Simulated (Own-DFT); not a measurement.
# Two functionals across a range of volumes: diamond-structure SiGeSn with randomly placed atoms, 64 atoms (Ge48Si8Sn8)

The numbers are computed, not measured, by runs of the plane-wave DFT program Own-DFT (in-house, retired, unreviewed) at fixed positions, with no spin and no spin-orbit coupling.

Caveats: forces on such cells moved up to 12 meV/angstrom on a denser k mesh; stress not checked against mesh or cutoff.

Each geometry was run with PBE and with PBEsol, otherwise alike: PseudoDojo norm-conserving scalar-relativistic files made for PBE; cutoff 49 hartree; 3 x 3 x 3 k mesh centred on Gamma; Fermi-Dirac smearing of 0.1 eV. Unstrained cell vectors in Å: (11.467, 0.000, 0.000); (0.000, 11.467, 0.000); (0.000, 0.000, 11.467). Each has a uniform strain, of which the change of volume is shown, and random moves of rms u per axis. The random placing of the alloy's atoms differs from row to row.

```
run  volume change (%)   u (Å)  P with PBE (GPa)  P with PBEsol (GPa)
  1              -2.48  0.0462              6.91                 3.99
  2              -1.99  0.0507              6.89                 4.00
  3              -2.98  0.0529              7.47                 4.52
  4              -5.42  0.0535             10.00                 6.90
  5              -4.94  0.0475              9.28                 6.22
  6              -2.48  0.0498              6.90                 3.99
  7              -2.98  0.0499              7.64                 4.68
  8              -5.42  0.0502              9.88                 6.78
  9              -4.94  0.0505              9.24                 6.18
 10              -2.48  0.0468              6.93                 4.01
 11              -4.45  0.0461              8.94                    ?
```

Q: by how much does PBEsol shrink this cell, and what belongs in the blank?

## Worked answer

Write v for the change of volume as a fraction. Fitted to v and u², the PBE pressure has a slope of -93 ± 4 GPa in v, with the ions held to the strained lattice. The difference PBEsol less PBE is -2.77 + 6.0 v GPa (slope ± 0.2) and averages -2.98 GPa. Divided by the mean slope of the two, 90 GPa, that makes PBEsol's volume at a given pressure, near 7 GPa, about 3.3 % smaller, or 1.11 % in lengths. At one volume PBEsol's slope is the smaller by 6 GPa, but its pressure there is lower too. If stiffness rises by about 4 GPa for each GPa, PBEsol at equal pressure is stiffer by about 6 GPa. Files made for PBEsol would give a different shift.

For run 11 the line gives 5.91 GPa. Computed: 5.90 GPa.
